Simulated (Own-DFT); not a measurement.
# Response to strain: wurtzite AlGaN with randomly placed atoms, 72 atoms (Al27Ga9N36)

These are calculations, not measurements. The program, named Own-DFT, is a retired in-house plane-wave density functional code that no person has reviewed. Each row is one single-point run on a periodic cell that was not relaxed, without spin or spin-orbit coupling.

Settings of every run: PBE; PseudoDojo norm-conserving scalar-relativistic files (stringent for Ga); cutoff 96 hartree; 4 x 4 x 3 k mesh centred on Gamma; Gaussian smearing of 0.01 eV.

Known limits: forces on such cells passed a denser k mesh, each cell not checked; stress not checked against mesh or cutoff.

Unstrained cell vectors in Å: (9.394, 0.000, 0.000); (-4.697, 8.135, 0.000); (0.000, 0.000, 10.065). The unstrained cell has measured lattice constants (interpolated for alloys), not those of this functional. That, the random moves and any unrelaxed bonds set the pressure at no strain. Each run strains this cell uniformly, with the atoms carried along. Every atom was also moved at random, by a Gaussian of width 0.05 Å on each axis. The random placing of the alloy's atoms differs from row to row. Strain is the symmetric tensor, in per cent. Stress is positive in tension, and the pressure is minus a third of its trace.

```
run,e_xx (%),e_yy (%),e_zz (%),s_xx (GPa),s_yy (GPa),s_zz (GPa),P (GPa),E (meV/atom)
1,0.00,0.00,2.75,-5.36,-4.44,5.38,1.47,12.9
2,0.00,0.00,-2.00,-8.13,-7.78,-18.72,11.55,55.2
3,0.00,0.00,-0.50,-6.68,-7.11,-8.65,7.48,16.1
4,0.00,0.00,-0.25,-6.14,-7.68,-6.76,6.86,11.6
5,0.00,0.00,2.25,-3.52,-6.37,3.47,2.14,8.8
6,0.00,0.00,0.75,-4.86,-7.39,-2.60,4.95,14.3
7,0.00,0.00,1.25,-5.05,-4.10,-1.64,3.59,0.0
8,0.00,0.00,-1.00,-6.50,-8.29,-10.77,8.52,26.1
9,0.00,0.00,-1.50,?,?,?,?,?
```

E is the free energy for each atom above the lowest run shown.

## Worked fit

The change of volume is close to e_xx + e_yy + e_zz. A straight line through the runs shown gives P = 6.66 - 208 x (fractional change of volume) GPa, with an error of 11 on the slope and a scatter of 0.46 GPa. The strain isn't the same on all axes and the cell isn't cubic, so the slope belongs to this path and is not the bulk modulus.

## Withheld run

Question: what pressure should run 9 give? Its volume changes by -1.50 %.

The line gives 9.8 GPa. The calculation gave 9.55 GPa.
